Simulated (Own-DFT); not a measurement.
# Computed records: Hf36O71 (tetragonal hafnia with one neutral oxygen vacancy, atoms displaced)

All values are calculated (Own-DFT development build). A calculation, not a measurement: plane-wave PBE and HSE06 DFT by an unreviewed code, no spin, of a simulated cell at Gamma alone, so results move with cell size and shape, stress positive in tension, energies less offsets, not probed for a lower state with spin; hafnium file: forces about 75 meV/angstrom off all-electron values; oxygen file: force components 24 meV/angstrom off all-electron in a glass; k mesh not checked against a denser one; forces and stress are PBE's, HSE06 gives the energy alone, and its difference from PBE has offsets of its own; offsets are fitted by least squares, one for each functional and potential file, so energies compare only between cells with the same atoms and settings and are not formation energies; the far tail of each file's local potential was reset to the Coulomb form; each entry is a single point on an unrelaxed cell, so the pressure reflects the starting lattice, taken from the Materials Project, from which strain is counted, and rises with the displacements; printed positions are rounded, which can move forces by about a meV/angstrom; the program is a retired in-house code; no spin-orbit coupling.

Common to all runs: first functional PBE; second functional HSE06; exact exchange share 0.25; screening 0.11 1/bohr; exchange divergence Gygi-Baldereschi; potential files PseudoDojo norm-conserving, scalar-relativistic, made for PBE, standard set; wave cutoff 48 hartree; occupations fixed; k mesh 1 x 1 x 1 centred on Gamma.

(1) Hf36O71 (tetragonal hafnia with one neutral oxygen vacancy, atoms displaced)

```
CELL_PARAMETERS angstrom
10.78000 0.00000 0.00000
0.00000 10.78000 0.00000
0.00000 0.00000 10.44930
ATOMIC_POSITIONS crystal
Hf 0.01135 0.97922 0.99625
Hf 0.15931 0.16591 0.25584
O 0.16492 0.01578 0.35616
O 0.00767 0.16589 0.40167
O 0.16248 0.00310 0.10159
Hf 0.00519 0.00443 0.50188
Hf 0.15319 0.15717 0.76150
O 0.00545 0.15484 0.64304
O 0.17084 0.01235 0.84156
O 0.99594 0.15301 0.89083
O 0.16577 0.00492 0.58846
Hf 0.00785 0.33762 0.99647
Hf 0.16680 0.50840 0.24519
O 0.99669 0.49656 0.15214
O 0.16237 0.33580 0.35585
O 0.00806 0.51007 0.40427
O 0.16838 0.32797 0.10626
Hf 0.99440 0.33416 0.50676
Hf 0.16662 0.49964 0.76049
O 0.99685 0.49601 0.65664
O 0.14904 0.34010 0.84449
O 0.00340 0.50280 0.90622
O 0.17161 0.33122 0.59861
Hf 0.99838 0.66741 0.00027
Hf 0.15889 0.82955 0.25492
O 0.01380 0.83635 0.14345
O 0.16960 0.66921 0.35625
O 0.00135 0.82685 0.39513
O 0.16936 0.66868 0.09649
Hf 0.00349 0.66347 0.49985
Hf 0.16417 0.83311 0.75540
O 0.00666 0.83887 0.66001
O 0.15651 0.67733 0.84958
O 0.99775 0.83980 0.91771
O 0.16016 0.65871 0.59326
Hf 0.34519 0.00098 0.00510
Hf 0.49917 0.15318 0.25431
O 0.33970 0.17479 0.16298
O 0.49465 0.00097 0.34867
O 0.33697 0.15465 0.40252
O 0.50353 0.99763 0.09104
Hf 0.34210 0.00353 0.49087
Hf 0.52237 0.16956 0.74625
O 0.34860 0.14770 0.65249
O 0.50390 0.00365 0.83661
O 0.33679 0.15841 0.90057
O 0.48309 0.00746 0.59949
Hf 0.33147 0.33947 0.00031
Hf 0.49086 0.49370 0.25623
O 0.33455 0.50829 0.13656
O 0.50238 0.33552 0.35469
O 0.33074 0.49320 0.40013
O 0.51089 0.33592 0.08595
Hf 0.33719 0.31737 0.48908
Hf 0.50377 0.49963 0.76307
O 0.32737 0.50471 0.65761
O 0.49460 0.32575 0.85811
O 0.33574 0.51245 0.90390
O 0.50346 0.33987 0.60449
Hf 0.33371 0.66338 0.00202
Hf 0.49314 0.83436 0.26057
O 0.33514 0.84691 0.14249
O 0.50369 0.65748 0.35177
O 0.33802 0.83376 0.39858
O 0.49329 0.67424 0.09133
Hf 0.32397 0.66693 0.50129
Hf 0.49887 0.83282 0.74794
O 0.33744 0.83822 0.65733
O 0.50365 0.68228 0.83612
O 0.33853 0.82840 0.90802
O 0.51227 0.66973 0.58263
Hf 0.65489 0.00191 0.00217
Hf 0.83125 0.16476 0.24916
O 0.65747 0.17019 0.15137
O 0.82549 0.00782 0.35139
O 0.67321 0.17046 0.39377
O 0.85194 0.99928 0.08787
Hf 0.66191 0.99341 0.49141
Hf 0.83267 0.16947 0.76321
O 0.66466 0.15303 0.65036
O 0.82800 0.00686 0.84679
O 0.66525 0.16868 0.90044
O 0.84298 0.99067 0.59803
Hf 0.66366 0.33267 0.98934
Hf 0.81668 0.51612 0.26302
O 0.66647 0.50505 0.15464
O 0.83774 0.33489 0.35733
O 0.68133 0.50827 0.39566
O 0.83078 0.31391 0.10703
Hf 0.66660 0.33459 0.49474
Hf 0.82878 0.50617 0.74771
O 0.67113 0.52017 0.66539
O 0.84028 0.34960 0.85418
O 0.66926 0.49882 0.90164
O 0.85186 0.33889 0.60456
Hf 0.67186 0.67223 0.99566
Hf 0.82721 0.82607 0.24348
O 0.67207 0.83521 0.13730
O 0.82519 0.67864 0.33282
O 0.66453 0.83138 0.41246
O 0.82651 0.68418 0.11141
Hf 0.67271 0.65090 0.48993
Hf 0.82394 0.82958 0.75679
O 0.67336 0.83856 0.65047
O 0.82765 0.65897 0.84721
O 0.67252 0.83410 0.89796
O 0.83684 0.66924 0.58871
```

* PBE energy of cell above offsets: -84.963 eV
* HSE06 less PBE above offsets: 0.668 eV
* PBE pressure: 6.56 GPa
* PBE stress xx: -3.05 GPa
* PBE stress yy: -10.17 GPa
* PBE stress zz: -6.46 GPa
* PBE stress yz: 0.26 GPa
* PBE stress xz: -0.42 GPa
* PBE stress xy: 0.27 GPa

Force:
```tsv
element	x (eV/Å)	y (eV/Å)	z (eV/Å)
Hf	-0.363	9.84	4.129
Hf	-1.299	1.376	-0.96
O	0.242	-3.843	-1.209
O	-1.034	0.955	-0.507
O	2.038	0.874	0.094
Hf	-0.66	-0.309	-0.151
Hf	1.86	4.687	-4.77
O	-1.822	1.182	0.99
O	0.1	-7.02	2.895
O	0.14	2.135	1.117
O	1.674	-0.733	1.125
Hf	-2.13	-1.377	1.646
Hf	-1.097	-2.017	1.159
O	-0.091	0.881	0.112
O	1.055	0.12	-1.446
O	-0.915	-1.037	-0.748
O	0.262	0.573	-1.33
Hf	4.672	-0.401	-2.285
Hf	-0.673	0.919	-3.052
O	1.013	0.849	0.268
O	1.063	-1.71	1.904
O	0.282	1.404	0.329
O	0.253	0.043	-0.205
Hf	0.561	-0.946	0.967
Hf	1.061	2.473	0.017
O	-1.915	-1.369	1.162
O	0.874	-0.354	-1.171
O	0.206	0.55	-0.129
O	-0.853	-0.392	0.973
Hf	-0.233	1.295	0.747
Hf	1.554	1.856	-1.902
O	-0.752	-0.871	0.665
O	-0.159	-1.595	0.641
O	-0.857	-8.102	-5.83
O	1.349	0.719	1.329
Hf	-3.416	-0.31	-1.777
Hf	0.738	3.65	-1.446
O	-0.135	-0.286	-0.763
O	1.251	-1.842	0.322
O	0.668	3.542	-1.968
O	-0.77	0.202	2.886
Hf	-3.541	-1.661	3.987
Hf	-6.635	-0.706	0.722
O	-1.731	2.652	0.17
O	0.772	-0.878	2.107
O	-0.795	2.216	1.712
O	5.455	-1.848	-0.988
Hf	1.383	-2.311	0.17
Hf	-0.019	1.012	-2.057
O	-0.023	-1.352	2.118
O	0.502	-0.723	-0.125
O	0.512	0.877	-0.569
O	-3.025	1.039	1.87
Hf	-2.272	1.098	3.157
Hf	-1.38	0.292	-1.774
O	1.66	0.715	0.567
O	0.339	2.099	-1.29
O	-0.081	-2.724	-1.606
O	1.127	0.423	-0.403
Hf	0.072	3.061	0.265
Hf	-0.417	-2.574	-1.803
O	-0.033	-0.533	2.745
O	-0.136	0.684	-1.674
O	0.294	-0.958	-0.518
O	2.073	0.034	0.505
Hf	1.699	-0.99	0.897
Hf	0.496	2.644	-2.165
O	-2	-1.528	-0.658
O	0.495	-4.584	1.799
O	-0.359	1.586	-0.62
O	-2.002	-0.089	0.761
Hf	4.831	-0.158	-1.767
Hf	1.289	1.482	-0.824
O	0.31	-1.718	-0.16
O	-0.39	-2.114	-0.741
O	-1.327	0.348	1.275
O	-2.621	0.631	1.312
Hf	2.321	1.181	2.982
Hf	1.898	-0.798	-1.266
O	4.03	0.94	-2.186
O	-0.506	-1.629	-0.394
O	0.583	0.001	-0.662
O	-1.954	0.234	-0.317
Hf	2.223	-0.061	2.486
Hf	3.327	-4.588	-3.57
O	-0.651	0.366	0.061
O	-0.58	0.851	-0.01
O	-1.115	-4.94	-0.246
O	0.426	0.396	-1.728
Hf	1.024	-1.911	-0.017
Hf	2.814	-1.715	-0.119
O	-1.9	-1.084	-2.225
O	-0.453	-2.139	-0.152
O	-1.316	0.937	0.002
O	-6.178	-0.664	1.591
Hf	-1.548	-0.115	0.964
Hf	1.668	5.995	-0.94
O	-2.083	0.843	1.533
O	-0.112	-1.912	4.04
O	-0.567	-0.822	-2.405
O	1.651	-1.75	-2.811
Hf	-1.346	6.064	4.384
Hf	0.662	2.859	-2.275
O	-1.195	0.394	0.491
O	0.56	2.061	1.777
O	0.169	0.161	0.354
O	-0.122	-0.208	0.43
```

(2) Hf36O71 (tetragonal hafnia with one neutral oxygen vacancy, atoms displaced)

```
CELL_PARAMETERS angstrom
10.78000 0.00000 0.00000
0.00000 10.78000 0.00000
0.00000 0.00000 10.44930
ATOMIC_POSITIONS crystal
Hf 0.99712 0.99964 0.99613
Hf 0.16516 0.16655 0.25120
O 0.00193 0.16286 0.15167
O 0.16332 0.00160 0.34891
O 0.99593 0.16638 0.40587
O 0.16986 0.99872 0.09947
Hf 0.99887 0.00100 0.50224
Hf 0.17024 0.16391 0.74491
O 0.00038 0.16670 0.65349
O 0.16867 0.00571 0.84999
O 0.99732 0.16715 0.90356
O 0.17119 0.00415 0.59355
Hf 0.00354 0.33575 0.99887
Hf 0.16353 0.49873 0.25101
O 0.99777 0.49901 0.15139
O 0.16508 0.33117 0.34843
O 0.00176 0.50025 0.40431
O 0.16481 0.33635 0.09596
Hf 0.00180 0.33648 0.50000
Hf 0.16843 0.49712 0.74953
O 0.00162 0.50122 0.65221
O 0.16787 0.33368 0.84397
O 0.99671 0.49804 0.90114
O 0.16154 0.33353 0.59824
Hf 0.00109 0.66071 0.00443
Hf 0.16483 0.83613 0.24951
O 0.00078 0.82958 0.15087
O 0.16812 0.66347 0.35225
O 0.99779 0.83544 0.40628
O 0.16560 0.66544 0.09698
Hf 0.00205 0.67230 0.49893
Hf 0.16809 0.83602 0.74744
O 0.00517 0.83738 0.65054
O 0.16776 0.66917 0.84686
O 0.00076 0.83300 0.90175
O 0.16654 0.66594 0.59847
Hf 0.33495 0.00263 0.00095
Hf 0.49672 0.16740 0.24709
O 0.33666 0.16699 0.14738
O 0.49844 0.99523 0.34754
O 0.33391 0.16255 0.40093
O 0.50250 0.99882 0.09850
Hf 0.33388 0.00369 0.49866
Hf 0.49730 0.16452 0.75306
O 0.32949 0.16256 0.64926
O 0.49922 0.99936 0.84810
O 0.33628 0.16648 0.90375
O 0.49661 0.99666 0.59497
Hf 0.33429 0.33585 0.00007
Hf 0.50109 0.49625 0.25065
O 0.33150 0.49857 0.15269
O 0.50377 0.32968 0.34531
O 0.33455 0.49730 0.40200
O 0.49957 0.33595 0.09636
Hf 0.33089 0.33391 0.49898
Hf 0.49654 0.49889 0.74684
O 0.33266 0.49928 0.65188
O 0.49947 0.33213 0.84489
O 0.32950 0.50191 0.90036
O 0.50218 0.33161 0.59949
Hf 0.33759 0.66634 0.99670
Hf 0.49899 0.83440 0.25240
O 0.32968 0.83654 0.15240
O 0.49651 0.66174 0.35117
O 0.33125 0.83711 0.40189
O 0.50123 0.66460 0.09909
Hf 0.33261 0.66506 0.49932
Hf 0.49506 0.82996 0.74775
O 0.33047 0.83288 0.65418
O 0.49781 0.66809 0.84766
O 0.33517 0.83448 0.90174
O 0.49806 0.66712 0.60451
Hf 0.66186 0.99702 0.99871
Hf 0.83641 0.16885 0.25035
O 0.66790 0.17067 0.14523
O 0.83639 0.00075 0.34761
O 0.66733 0.16741 0.40073
O 0.83535 0.99735 0.09849
Hf 0.66445 0.99881 0.49825
Hf 0.83557 0.16505 0.74831
O 0.66583 0.17006 0.65310
O 0.83255 0.00412 0.84641
O 0.66178 0.16916 0.90494
O 0.83135 0.00164 0.59412
Hf 0.66979 0.33489 0.99988
Hf 0.83301 0.49973 0.24708
O 0.66588 0.49655 0.15065
O 0.83078 0.33297 0.35122
O 0.66504 0.49873 0.40935
O 0.83693 0.33250 0.09888
Hf 0.66583 0.33251 0.50431
Hf 0.83054 0.49507 0.75258
O 0.66724 0.50257 0.65684
O 0.67459 0.49624 0.90196
O 0.83516 0.33324 0.60076
Hf 0.66528 0.66404 0.99793
Hf 0.83320 0.83333 0.24836
O 0.67094 0.83558 0.14860
O 0.83285 0.66580 0.34420
O 0.66861 0.82911 0.40157
O 0.82950 0.66994 0.09374
Hf 0.66953 0.66571 0.50125
Hf 0.83462 0.83524 0.75358
O 0.67183 0.83388 0.65072
O 0.83614 0.66766 0.84856
O 0.66592 0.83428 0.90158
O 0.83201 0.66532 0.59616
```

* PBE energy of cell above offsets: -101.537 eV
* HSE06 less PBE above offsets: -0.171 eV
* PBE pressure: 0.57 GPa
* PBE stress xx: -0.19 GPa
* PBE stress yy: -0.32 GPa
* PBE stress zz: -1.18 GPa
* PBE stress yz: 0.38 GPa
* PBE stress xz: -0.32 GPa
* PBE stress xy: -0.05 GPa

Force:
```tsv
element	x (eV/Å)	y (eV/Å)	z (eV/Å)
Hf	0.398	-0.042	0.679
Hf	-0.009	-0.791	-0.58
O	0.169	0.268	0.413
O	-0.091	0.035	-0.315
O	0.332	0.515	-0.407
O	-0.634	0.123	-0.198
Hf	-0.108	0.171	-0.216
Hf	-1.098	0.371	0.741
O	0.234	-0.392	0.009
O	-0.027	-0.751	-0.448
O	-0.33	0.499	-0.137
O	-0.889	-0.149	0.644
Hf	-0.809	-0.902	-0.424
Hf	0.445	0.503	-0.122
O	0.218	0.348	0.022
O	0.243	0.15	0.036
O	-0.004	0.242	-0.566
O	0.728	-0.142	0.358
Hf	-1.141	-0.107	0.229
Hf	-1.043	1.021	-0.001
O	-0.307	-0.143	0.384
O	0.138	-0.547	0.384
O	-0.041	-0.095	0.109
O	1.581	0.015	-0.228
Hf	-0.31	1.266	-1.005
Hf	0.294	-0.148	-0.039
O	-0.05	-0.027	0.436
O	-0.092	0.521	-0.589
O	0.242	-0.17	-0.704
O	0.62	-0.29	0.203
Hf	-0.32	-1.001	0.67
Hf	-0.42	-0.419	1.11
O	-0.828	0.031	0.134
O	-0.048	-0.408	-0.151
O	-0.082	0.078	0.08
O	0.289	0.15	-0.202
Hf	-0.45	-0.575	0.043
Hf	1.534	-0.412	-0.114
O	-0.906	0.132	0.497
O	0.34	0.996	-0.135
O	0.088	1.412	-0.424
O	-0.604	-0.092	0.24
Hf	-0.021	-0.928	-0.118
Hf	0.768	0.307	-0.192
O	1.217	0.607	-0.035
O	0.099	-0.197	-0.159
O	0.037	0.51	-0.402
O	0.645	0.133	0.422
Hf	0.006	-0.182	-0.104
Hf	-0.345	0.321	-0.097
O	0.205	-0.016	0.162
O	-0.491	0.324	0.316
O	-0.142	-0.308	0.214
O	-0.238	0.064	-0.009
Hf	0.272	-0.315	0.253
Hf	0.629	-0.05	0.206
O	0.044	-0.324	-0.536
O	-0.392	0.705	0.216
O	0.439	-0.328	0.038
O	-1.336	0.319	-0.368
Hf	-0.938	0.511	0.473
Hf	0.076	-0.853	-0.45
O	0.869	-0.38	0.193
O	-0.04	0.711	-0.346
O	0.061	-0.873	0.216
O	-0.093	0.09	-0.138
Hf	0.015	0.593	-0.219
Hf	0.929	0.507	-0.082
O	0.361	-0.089	-0.453
O	0.169	-0.918	0.415
O	0.13	0.019	0.111
O	0.123	0.065	-0.625
Hf	1.16	0.708	0.336
Hf	-0.767	-0.437	-0.125
O	-0.213	-0.2	1.187
O	-0.284	-0.196	-0.218
O	-0.184	-0.475	0.3
O	-0.349	0.107	-0.443
Hf	0.403	0.067	-0.041
Hf	-0.373	1.214	0.165
O	-0.188	-0.425	0.167
O	0.092	-0.771	0.176
O	0.291	-0.352	-0.52
O	0.111	0.047	0.373
Hf	0.037	-1.224	0.336
Hf	-0.383	-0.338	0.717
O	0.284	0.207	0.338
O	0.251	0.585	-0.547
O	-0.06	0.072	-0.621
O	0.064	0.201	-0.552
Hf	0.774	-0.639	-0.354
Hf	0.908	0.08	-0.07
O	-0.575	-0.206	-0.145
O	-0.033	0.594	-0.153
O	-0.198	0.194	0.24
Hf	0.487	0.674	-0.091
Hf	0.016	0.532	-0.142
O	-1.189	-0.094	0.525
O	0.109	-0.289	0.014
O	-0.302	0.559	-0.234
O	0.44	-0.585	0.409
Hf	-0.284	0.149	0.385
Hf	0.076	-0.628	-0.29
O	-0.991	0.067	0.364
O	-0.295	-0.146	-0.423
O	0.034	-0.578	-0.225
O	0.816	0.263	-0.16
```
